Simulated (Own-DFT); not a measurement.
# Shaking the atoms of beta-Si3N4, 112 atoms (N64Si48)

All numbers below are calculated, not measured. They come from Own-DFT, an in-house plane-wave density functional program, since retired, whose code no person has reviewed. Each row is one single-point run on a periodic cell that was not relaxed, without spin or spin-orbit coupling.

Settings of every run: PBEsol; PseudoDojo norm-conserving scalar-relativistic files, made for PBE; cutoff 42 hartree; 2 x 2 x 4 k mesh centred on Gamma; Fermi-Dirac smearing of 0.1 eV.

Known limits, some of them of some rows only: some atoms lie very close together; forces on such cells moved up to 12 meV/angstrom on a denser k mesh; stress not checked against mesh or cutoff.

Cell vectors in Å: (15.212, 0.000, 0.000); (-7.606, 13.174, 0.000); (0.000, 0.000, 5.818). In each run every atom was moved at random and independently from its ideal site; u is the rms move along one axis. E is the free energy for each atom above the fitted value at u = 0, and F the rms of the force components.

```
run,u (Å),E (meV/atom),F (eV/Å),largest force (eV/Å),P (GPa)
1,0.0190,21.1,0.882,3.23,3.07
2,0.0193,19.9,0.843,3.04,3.11
3,0.0194,19.7,0.812,2.66,3.03
4,0.0469,100.9,1.816,7.76,4.95
5,0.0541,143.5,2.395,11.50,6.29
6,0.0915,?,?,?,?
7,0.0949,544.2,5.644,42.68,17.23
8,0.1531,1123.8,7.851,34.78,34.32
```

## Worked fit

For small independent moves the energy grows as E = (3/2) K u², with K the mean stiffness felt by one atom. The runs with u up to 0.11 Å give K = 35.4 ± 2.5 eV/Å², with residuals divided by u² + 0.0006 Å², since the noise grows with the moves. The scatter is 15.2 meV/atom at u = 0.05 Å. The forces follow F = G u with G = 46.2 eV/Å²; no force at u = 0 is resolved. G exceeds K because the moves of its neighbours add to the force on an atom, and stiffness differs between atoms. At u = 0.153 Å the parabola gives 1244 meV/atom and the run 1124. The pressure follows P = 2.12 + 1640 u² GPa: at fixed volume, shortened bonds push harder than stretched ones pull.

## Withheld run

Question: what energy and rms force should run 6 give?

The fit gives 445 ± 54 meV/atom and about 4.23 eV/Å. The calculation gave 388.0 meV/atom and 4.027 eV/Å.
